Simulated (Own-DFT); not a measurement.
# Computed records: Si3N4 (beta silicon nitride, atoms displaced)

Computed with Own-DFT development build. A calculation, not a measurement: plane-wave PBE density functional theory by an unreviewed code, no spin, of a simulated periodic cell, stress positive in tension, free energy of the whole cell less one offset for each atom, some atoms lie very close together; forces on such cells passed a denser k mesh, this cell's mesh not checked; offsets are fitted by least squares, one for each functional and potential file, so energies compare only between cells with the same atoms and settings and are not formation energies; the far tail of each file's local potential was reset to the Coulomb form; each entry is a single point on an unrelaxed cell, so the pressure reflects the starting lattice, mostly measured values (interpolated for alloys), from which strain is counted, and rises with the displacements; printed positions are rounded, which can move forces by about a meV/angstrom; the program, named Own-DFT, is a retired in-house code; no spin-orbit coupling; before rounding, a Quantum ESPRESSO 7.3.1 run of the same cell and cutoff gave forces within 1 meV/angstrom rms on each cell, which checks the program and not the settings.

Settings shared by all entries: functional PBE; potential files PseudoDojo norm-conserving, scalar-relativistic, standard set; wave cutoff 42 hartree; occupations Fermi-Dirac; smearing width 0.1 eV; k mesh 3 x 3 x 3 centred on Gamma.

(1) Si3N4 (beta silicon nitride, atoms displaced)

```
Si3N4
1.0
      7.6060     0.0000     0.0000
     -3.8030     6.5870     0.0000
      0.0000     0.0000     8.7270
Si N Si N Si N
6 8 6 8 6 8
Direct
  0.17214 0.78556 0.10099
  0.22240 0.40636 0.05881
  0.60847 0.81770 0.08139
  0.83138 0.23249 0.22826
  0.77938 0.61545 0.24627
  0.38684 0.15514 0.24380
  0.37135 0.06438 0.07073
  0.96527 0.33496 0.12236
  0.69946 0.63115 0.09901
  0.64293 0.93218 0.22687
  0.04457 0.65086 0.26364
  0.24701 0.31038 0.25790
  0.36665 0.70152 0.12151
  0.69252 0.33387 0.21878
  0.19255 0.79567 0.40768
  0.19520 0.43021 0.41137
  0.60676 0.82025 0.40329
  0.80133 0.23404 0.56399
  0.72510 0.59387 0.59009
  0.43721 0.20422 0.59654
  0.29508 0.00287 0.40793
  0.98128 0.31236 0.41967
  0.66967 0.65531 0.40269
  0.69981 0.98945 0.59315
  0.06812 0.71922 0.59342
  0.29686 0.32593 0.58754
  0.34835 0.67358 0.41342
  0.66981 0.32216 0.56768
  0.18571 0.77802 0.77936
  0.23585 0.37260 0.74371
  0.58912 0.82286 0.77567
  0.80314 0.22053 0.90683
  0.81084 0.60562 0.90951
  0.40525 0.17079 0.89094
  0.32997 0.98641 0.76010
  0.95073 0.32509 0.75043
  0.68955 0.65667 0.75642
  0.70431 0.98247 0.91539
  0.06909 0.68599 0.92522
  0.29448 0.34820 0.91781
  0.32429 0.65345 0.74934
  0.65056 0.28485 0.92572
```

It finds free energy of cell above offsets 37.380 eV; pressure 32.47 GPa; stress xx -29.75 GPa; stress yy -36.55 GPa; stress zz -31.12 GPa; stress yz 2.75 GPa; stress xz 9.11 GPa; stress xy -4.48 GPa.

Force:
```csv
element,x (eV/Å),y (eV/Å),z (eV/Å)
Si,5.589,0.167,0.334
Si,-5.409,3.992,13.77
Si,1.342,-3.843,-6.914
Si,-11.75,-16.32,22.46
Si,8.968,-6.587,10.56
Si,-0.751,5.962,2.267
N,-3.331,-5.52,-0.227
N,18.02,13.09,-28
N,-5.879,4.683,-15.19
N,2.502,10.77,10.24
N,-4.841,2.778,-2.107
N,4.124,-0.946,-2.906
N,-4.22,-5.53,-4.622
N,-8.1,0.602,3.977
Si,1.427,-22.45,5.69
Si,15.11,4.801,-2.239
Si,-6.539,4.755,1.913
Si,14.82,-2.016,2.309
Si,6.728,-0.022,-5.591
Si,-6.307,-7.279,-2.164
N,1.339,24.55,-0.218
N,-15.31,-9.491,1.38
N,6.32,-3.808,2.729
N,-0.518,-5.34,-1.435
N,-4.328,-1.684,-0.233
N,4.322,-1.717,-4.521
N,-1.521,2.41,1.423
N,-10.05,8.805,-0.044
Si,1.338,-14.45,-11.14
Si,-9.788,5.851,2.766
Si,-1.958,-1.04,-5.828
Si,9.994,2.779,-0.414
Si,-1.835,-3.605,2.392
Si,-0.975,0.379,4.549
N,2.738,20.05,-2.536
N,2.878,-0.587,-0.98
N,-0.212,0.678,4.179
N,1.552,-5.733,3.105
N,-7.146,-2.812,7.283
N,7.325,-5.425,-5.681
N,3.334,0.413,1.124
N,-9,8.687,-1.464
```

(2) Si3N4 (beta silicon nitride, atoms displaced)

```
Si3N4
1.0
      7.6060     0.0000     0.0000
     -3.8030     6.5870     0.0000
      0.0000     0.0000     8.7270
Si N Si N Si N
6 8 6 8 6 8
Direct
  0.16255 0.74472 0.08118
  0.22073 0.39006 0.08569
  0.55990 0.79309 0.09950
  0.84375 0.25792 0.24715
  0.75470 0.60850 0.25032
  0.42226 0.19381 0.24663
  0.33088 0.02827 0.08359
  0.94860 0.26892 0.09193
  0.71494 0.63909 0.08442
  0.67581 0.98186 0.26143
  0.01478 0.67572 0.27175
  0.29422 0.31992 0.24622
  0.32780 0.64055 0.09880
  0.67901 0.33771 0.23769
  0.14979 0.75992 0.40553
  0.22430 0.42775 0.40936
  0.58529 0.82696 0.38876
  0.82559 0.24436 0.58697
  0.77942 0.59674 0.58317
  0.43763 0.17193 0.60572
  0.34726 0.02833 0.40095
  0.95668 0.30076 0.44133
  0.76568 0.75219 0.39712
  0.68089 0.95232 0.57257
  0.03846 0.72651 0.58646
  0.30201 0.33055 0.56479
  0.35276 0.67802 0.40768
  0.67960 0.32610 0.56041
  0.16905 0.78861 0.73834
  0.22627 0.42065 0.73777
  0.60022 0.82523 0.75123
  0.81880 0.21876 0.92181
  0.78670 0.60966 0.91545
  0.40262 0.17665 0.89782
  0.38067 0.05842 0.74494
  0.95425 0.26949 0.74946
  0.69035 0.69917 0.74494
  0.65982 0.94954 0.87706
  0.01820 0.69256 0.92825
  0.31453 0.34873 0.92857
  0.32967 0.66857 0.74925
  0.65493 0.30709 0.93664
```

Results for Si3N4 (beta silicon nitride, atoms displaced): free energy of cell above offsets 21.291 eV; pressure 22.74 GPa; stress xx -23.68 GPa; stress yy -13.37 GPa; stress zz -31.19 GPa; stress yz -2.17 GPa; stress xz -0.03 GPa; stress xy -2.09 GPa.

Force:
```csv
element,x (eV/Å),y (eV/Å),z (eV/Å)
Si,1.143,4.096,4.339
Si,0.134,-2.738,0.241
Si,6.434,6.468,-2.548
Si,-3.272,-3.516,7.096
Si,5.595,-3.573,4.996
Si,0.848,-3.864,0.217
N,-0.487,-2.308,-1.968
N,5.242,2.47,-5.37
N,-7.463,4.716,-4.301
N,-0.359,3.645,-9.375
N,-2.711,-3.466,-11.16
N,-2.183,1.924,1.293
N,-6.151,-0.638,-0.89
N,-2.917,2.209,1.46
Si,8.242,7.849,7.355
Si,2.916,-4.463,1.607
Si,3.722,1.39,10.71
Si,3.94,-9.072,3.967
Si,-4.301,1.565,-1.319
Si,-4.255,6.896,-18.83
N,-0.859,-0.724,3.097
N,5.591,3.921,-9.381
N,-0.06,-4.163,2.504
N,-2.503,2.771,0.556
N,-1.6,-1.452,-2.232
N,0.815,0.283,3.243
N,-6.724,-3.441,0.227
N,-6.337,6.233,1.254
Si,5.869,-0.505,5.005
Si,1.676,-3.391,0.276
Si,-11.52,-2.669,-18.02
Si,-0.788,-2.94,-2.045
Si,-6.969,-5.181,-2.186
Si,-0.464,2.488,9.494
N,-2.304,-12.2,8.352
N,1.604,3.004,2
N,18.14,-13.29,-0.085
N,-0.689,13.86,22.32
N,5.743,2.925,-4.443
N,0.15,-1.502,-4.919
N,-3.193,2.332,-0.12
N,0.299,4.044,-2.42
```

(3) Si3N4 (beta silicon nitride, atoms displaced)

```
Si3N4
1.0
      7.6060     0.0000     0.0000
     -3.8030     6.5870     0.0000
      0.0000     0.0000     8.7270
Si N Si N Si N
6 8 6 8 6 8
Direct
  0.15569 0.78933 0.10003
  0.22844 0.41725 0.07258
  0.64311 0.82367 0.10388
  0.81216 0.21804 0.27507
  0.75023 0.54157 0.26028
  0.41353 0.18247 0.25823
  0.30222 0.02192 0.11365
  0.03123 0.33082 0.07118
  0.69134 0.66666 0.03614
  0.68521 0.98939 0.25962
  0.04505 0.69493 0.24619
  0.32496 0.33577 0.26364
  0.31887 0.67724 0.07563
  0.63895 0.30958 0.24765
  0.16807 0.75310 0.41447
  0.21617 0.40463 0.38698
  0.61913 0.82645 0.41005
  0.80108 0.21148 0.56256
  0.78869 0.59746 0.58892
  0.41329 0.17267 0.59498
  0.31283 0.02377 0.44003
  0.97662 0.29904 0.44499
  0.67945 0.65506 0.43386
  0.62335 0.95877 0.56758
  0.04237 0.73490 0.58563
  0.31427 0.35289 0.59338
  0.34562 0.67527 0.42319
  0.68719 0.35359 0.60784
  0.16040 0.78131 0.76580
  0.26573 0.46531 0.74637
  0.56135 0.83314 0.76429
  0.83659 0.24781 0.89342
  0.78370 0.61174 0.93246
  0.36123 0.13574 0.92238
  0.35261 0.02470 0.74703
  0.96099 0.27638 0.77305
  0.69006 0.66117 0.72087
  0.67543 0.97302 0.92322
  0.02226 0.67436 0.89950
  0.33469 0.35383 0.90461
  0.35330 0.66379 0.76693
  0.68023 0.35535 0.91523
```

Results for Si3N4 (beta silicon nitride, atoms displaced): free energy of cell above offsets 37.977 eV; pressure 33.54 GPa; stress xx -33.64 GPa; stress yy -44.09 GPa; stress zz -22.89 GPa; stress yz -1.47 GPa; stress xz 20.24 GPa; stress xy -9.78 GPa.

Force:
```csv
element,x (eV/Å),y (eV/Å),z (eV/Å)
Si,7.253,-4.464,-9.15
Si,28.39,14.02,-0.78
Si,-10.34,5.05,-3.459
Si,2.866,8.396,-3.03
Si,-1.496,10.11,1.105
Si,-8.26,-8.18,4.392
N,0.088,4.649,-4.168
N,-32.09,-17.25,1.984
N,-11.39,4.096,20.08
N,1.539,-8.399,-1.881
N,-8.126,-6.478,7.297
N,-2.108,1.828,-4.083
N,3.142,1.541,1.592
N,10.81,0.199,-0.349
Si,2.59,3.903,3.314
Si,3.849,3.259,7.245
Si,-5.417,-0.722,2.998
Si,-2.065,-0.785,10.15
Si,-1.773,1.593,-0.367
Si,-2.862,5,-1.701
N,0.875,0.973,-4.569
N,0.263,0.729,-6.944
N,5.51,-2.735,-4.522
N,1.548,1.843,2.057
N,1.491,-1.748,-0.105
N,0.199,-1.712,-2.452
N,-1.329,-2.174,-2.027
N,0.551,-5.469,-2.716
Si,4.832,1.363,-8.617
Si,3.004,-32.1,-3.331
Si,11.56,7.326,-2.492
Si,-12.95,-3.814,19.21
Si,12.98,-10.55,-22.73
Si,1.927,6.978,0.39
N,-0.619,-1.699,4.232
N,14.34,5.356,-20.99
N,-2.854,3.743,6.915
N,-0.1,1.046,1.733
N,-1.511,0.814,8.918
N,-1.538,-1.552,2.229
N,-13.18,19.54,3.009
N,0.392,-3.525,1.61
```

(4) Si3N4 (beta silicon nitride, atoms displaced)

```
Si3N4
1.0
      7.6060     0.0000     0.0000
     -3.8030     6.5870     0.0000
      0.0000     0.0000     8.7270
Si N Si N Si N
6 8 6 8 6 8
Direct
  0.14069 0.75244 0.08797
  0.21786 0.39276 0.07770
  0.60868 0.86850 0.06892
  0.84208 0.23501 0.23097
  0.72306 0.55159 0.28820
  0.40230 0.20715 0.28123
  0.33226 0.99936 0.08061
  0.91659 0.26208 0.10148
  0.69663 0.63978 0.08034
  0.67139 0.98391 0.25494
  0.00401 0.62953 0.27544
  0.26772 0.32314 0.24852
  0.32452 0.68535 0.06597
  0.64533 0.32708 0.24156
  0.20519 0.75271 0.41299
  0.23223 0.38512 0.39715
  0.56695 0.82031 0.43321
  0.83179 0.22368 0.60511
  0.75344 0.58133 0.58139
  0.38204 0.16458 0.59519
  0.33415 0.03953 0.44493
  0.97309 0.31993 0.42342
  0.68450 0.65488 0.43326
  0.69070 0.96850 0.58850
  0.04860 0.71782 0.56128
  0.31303 0.34873 0.60109
  0.31165 0.65707 0.42801
  0.68532 0.32623 0.59665
  0.18014 0.75523 0.74492
  0.22908 0.41120 0.74596
  0.57523 0.80058 0.76373
  0.83288 0.24337 0.93508
  0.77385 0.58526 0.91164
  0.42404 0.15066 0.92065
  0.32372 0.02588 0.76300
  0.98159 0.33115 0.75400
  0.69988 0.67418 0.76019
  0.70936 0.96816 0.90408
  0.04622 0.72106 0.90704
  0.31994 0.32315 0.91079
  0.35655 0.69443 0.75162
  0.68689 0.33533 0.90770
```

Results for Si3N4 (beta silicon nitride, atoms displaced): free energy of cell above offsets 26.026 eV; pressure 23.87 GPa; stress xx -25.8 GPa; stress yy -13.11 GPa; stress zz -32.69 GPa; stress yz -3.65 GPa; stress xz 5.41 GPa; stress xy 5.47 GPa.

Force:
```csv
element,x (eV/Å),y (eV/Å),z (eV/Å)
Si,0.5,-0.087,1.432
Si,1.493,3.531,-4.098
Si,0.022,-6.329,4.942
Si,-19.4,-5.935,46.48
Si,4.357,6.861,-7.606
Si,3.608,-7.192,-2.736
N,-0.96,4.224,2.587
N,22.27,9.671,-38.11
N,-2.191,2.456,2.871
N,-0.133,-3.375,0.431
N,0.023,3.235,-3.404
N,5.055,-3.267,-9.175
N,2.598,-4.313,1.289
N,1.674,-4.671,0.137
Si,-26.83,10.81,-2.328
Si,-9.747,4.899,16.01
Si,3.873,2.562,-1.935
Si,-0.075,0.163,-4.995
Si,4.927,0.119,5.681
Si,2.924,3.198,6.094
N,-0.217,-2.426,-7.832
N,1.913,-2.305,-1.092
N,-5.453,2.258,-1.095
N,-1.121,-2.045,1.167
N,-1.902,-1.443,5.123
N,1.629,-1.602,-6.559
N,25.34,-10.92,1.125
N,-5.491,1.097,-0.684
Si,-4.402,2.756,-1.93
Si,1.23,1.365,4.652
Si,11.52,8.492,-2.053
Si,0.947,-2.844,-8.043
Si,-0.61,2.623,1.621
Si,-2.138,2.267,1.973
N,0.581,-1.139,-3.322
N,1.017,-0.231,3.528
N,2.158,-2.589,-2.573
N,-1.153,4.114,0.551
N,-2.842,-3.326,0.524
N,-3.583,0.904,1.75
N,-8.42,-9.651,-0.989
N,-2.986,-1.922,0.591
```

(5) Si3N4 (beta silicon nitride, atoms displaced)

```
Si3N4
1.0
      7.6060     0.0000     0.0000
     -3.8030     6.5870     0.0000
      0.0000     0.0000     8.7270
Si N Si N Si N
6 8 6 8 6 8
Direct
  0.18639 0.76419 0.11431
  0.17485 0.38231 0.09278
  0.59602 0.80074 0.08779
  0.82752 0.23545 0.23485
  0.79826 0.60923 0.25928
  0.33495 0.12133 0.26150
  0.33599 0.04362 0.10519
  0.97961 0.32977 0.09568
  0.71358 0.67468 0.08148
  0.63532 0.92380 0.28149
  0.01828 0.67879 0.24272
  0.27740 0.29119 0.22912
  0.36392 0.66850 0.11582
  0.66242 0.32461 0.27533
  0.22305 0.82513 0.39284
  0.24707 0.41705 0.40776
  0.64669 0.84495 0.40988
  0.81205 0.20143 0.57782
  0.78858 0.62651 0.60176
  0.43621 0.18585 0.57371
  0.32516 0.02607 0.39550
  0.98213 0.28798 0.40883
  0.72869 0.66662 0.39628
  0.67899 0.96973 0.59350
  0.01369 0.68373 0.58938
  0.30669 0.33388 0.57481
  0.35081 0.65444 0.43754
  0.65108 0.31623 0.55475
  0.18836 0.76552 0.74581
  0.19677 0.37305 0.75617
  0.60659 0.84787 0.77819
  0.77556 0.18102 0.90843
  0.83317 0.60474 0.94799
  0.37316 0.15827 0.93412
  0.32790 0.05083 0.73755
  0.96083 0.28740 0.75537
  0.71588 0.69022 0.76930
  0.62453 0.91283 0.90749
  0.01803 0.71497 0.93069
  0.31492 0.33791 0.92250
  0.35491 0.66018 0.74113
  0.72026 0.33136 0.90825
```

Results for Si3N4 (beta silicon nitride, atoms displaced): free energy of cell above offsets 54.795 eV; pressure 46.57 GPa; stress xx -49.6 GPa; stress yy -39.98 GPa; stress zz -50.13 GPa; stress yz 2.82 GPa; stress xz 4.3 GPa; stress xy -10.85 GPa.

Force:
```csv
element,x (eV/Å),y (eV/Å),z (eV/Å)
Si,3.681,1.021,-7.309
Si,30.77,8.466,-1.56
Si,1.638,2.388,2.19
Si,-4.483,-1.302,8.174
Si,-5.524,-10.02,-7.706
Si,-1.665,18.6,-12.08
N,2.314,-7.928,-9.288
N,-22.29,-7.845,-3.943
N,3.497,-1.425,1.989
N,-7.272,17.32,-32.18
N,9.511,4.526,2.807
N,-4.578,3.897,2.385
N,-9.621,-4.999,-0.888
N,0.616,0.417,-3.05
Si,1.225,-34.87,4.883
Si,-0.113,-4.407,0.742
Si,6.682,-16.39,28.8
Si,0.619,9.801,-2.151
Si,-5.404,-3.722,-1.363
Si,-12.87,-4.036,2.798
N,3.711,14.86,20.11
N,-1.954,-1.328,0.017
N,-6.711,5.294,12.85
N,-0.045,-6.127,0.091
N,8.091,3.757,-0.413
N,0.92,-1.764,0.806
N,-2.074,6.999,-1.2
N,12.35,7.96,1.288
Si,-0.443,0.176,-0.638
Si,7.951,4.321,-2.358
Si,6.07,-24.38,-50.51
Si,12,-6.533,-0.576
Si,-39.81,-26.96,0.909
Si,2.342,1.239,-3.712
N,0.736,-3.768,3.437
N,-3.617,-3.355,-0.108
N,1.683,-0.89,-0.794
N,-4.246,23.75,48.87
N,41.22,27.06,-4.831
N,-4.562,0.38,0.443
N,-4.614,-0.566,1.429
N,-15.74,10.38,1.656
```

(6) Si3N4 (beta silicon nitride, atoms displaced)

```
Si3N4
1.0
      7.6060     0.0000     0.0000
     -3.8030     6.5870     0.0000
      0.0000     0.0000     8.7270
Si N Si N Si N
6 8 6 8 6 8
Direct
  0.16409 0.76851 0.09896
  0.23372 0.39616 0.10928
  0.57524 0.83285 0.07854
  0.81226 0.20401 0.22592
  0.74441 0.58931 0.28195
  0.41719 0.18066 0.22559
  0.30765 0.02421 0.08892
  0.99458 0.29994 0.09798
  0.66970 0.63235 0.06585
  0.69115 0.99267 0.23549
  0.00631 0.67395 0.22377
  0.29146 0.33329 0.26624
  0.32403 0.63267 0.09569
  0.67507 0.34870 0.27141
  0.17449 0.79066 0.42010
  0.22679 0.43047 0.39028
  0.57956 0.81608 0.43219
  0.81723 0.22875 0.60129
  0.76489 0.56438 0.58733
  0.40720 0.13108 0.56654
  0.36279 0.07038 0.42882
  0.00856 0.30764 0.40451
  0.68709 0.67938 0.44685
  0.67174 0.98983 0.58919
  0.05072 0.67392 0.55969
  0.30006 0.33988 0.57919
  0.34488 0.64319 0.40057
  0.68700 0.36475 0.57724
  0.15552 0.77119 0.75794
  0.26897 0.40550 0.73417
  0.56790 0.81289 0.74705
  0.80771 0.23033 0.93308
  0.77762 0.62201 0.90798
  0.41178 0.18069 0.87990
  0.31687 0.99420 0.74223
  0.97860 0.34907 0.75901
  0.65639 0.64638 0.76613
  0.66369 0.98986 0.91912
  0.02258 0.70750 0.89419
  0.33438 0.32045 0.92474
  0.33022 0.63943 0.73045
  0.65668 0.31099 0.91022
```

Results for Si3N4 (beta silicon nitride, atoms displaced): free energy of cell above offsets 36.456 eV; pressure 34.35 GPa; stress xx -19.15 GPa; stress yy -53.78 GPa; stress zz -30.12 GPa; stress yz -3.34 GPa; stress xz 5.59 GPa; stress xy -5.81 GPa.

Force:
```csv
element,x (eV/Å),y (eV/Å),z (eV/Å)
Si,4.783,0.802,-7.244
Si,3.223,-2.088,-6.963
Si,2.796,-3.262,-0.324
Si,2.828,20.26,6.012
Si,0.631,1.908,-5.523
Si,-1.223,4.057,5.515
N,1.21,-1.866,-2.823
N,-6.061,-2.585,-4.465
N,-2.046,3.432,5.856
N,-3.113,-20,2.496
N,-4.184,-0.391,9.634
N,9.486,-5.31,-4.648
N,-3.094,9.215,-1.533
N,0.565,-5.203,-2.147
Si,3.576,0.851,-7.422
Si,5.889,-9.819,7.533
Si,-0.172,3.825,-1.297
Si,4.509,7.447,-1.326
Si,-4.512,26.86,2.724
Si,0.335,17.49,34.96
N,-3.169,-16.71,-36.53
N,-15.77,-9.041,1.888
N,4.779,-1.494,-1.636
N,-1.483,-5.926,-0.568
N,-5.596,-1.267,7.505
N,5.314,-4.732,-6.605
N,-2.991,20.25,1.226
N,2.843,-29.22,-0.825
Si,6.57,-7.523,-9.546
Si,-4.474,-1.821,8.376
Si,1.695,2.613,1.698
Si,7.937,4.253,-3.037
Si,-0.029,-4.135,2.354
Si,3.936,-4.674,2.307
N,2.134,8.722,-2.005
N,0.465,-3.354,0.759
N,2.307,1.034,-4.836
N,-0.241,-7.178,-0.829
N,-2.84,-1.356,9.638
N,-9.962,4.92,0.271
N,-4.431,6.361,1.448
N,-2.422,4.658,-0.068
```
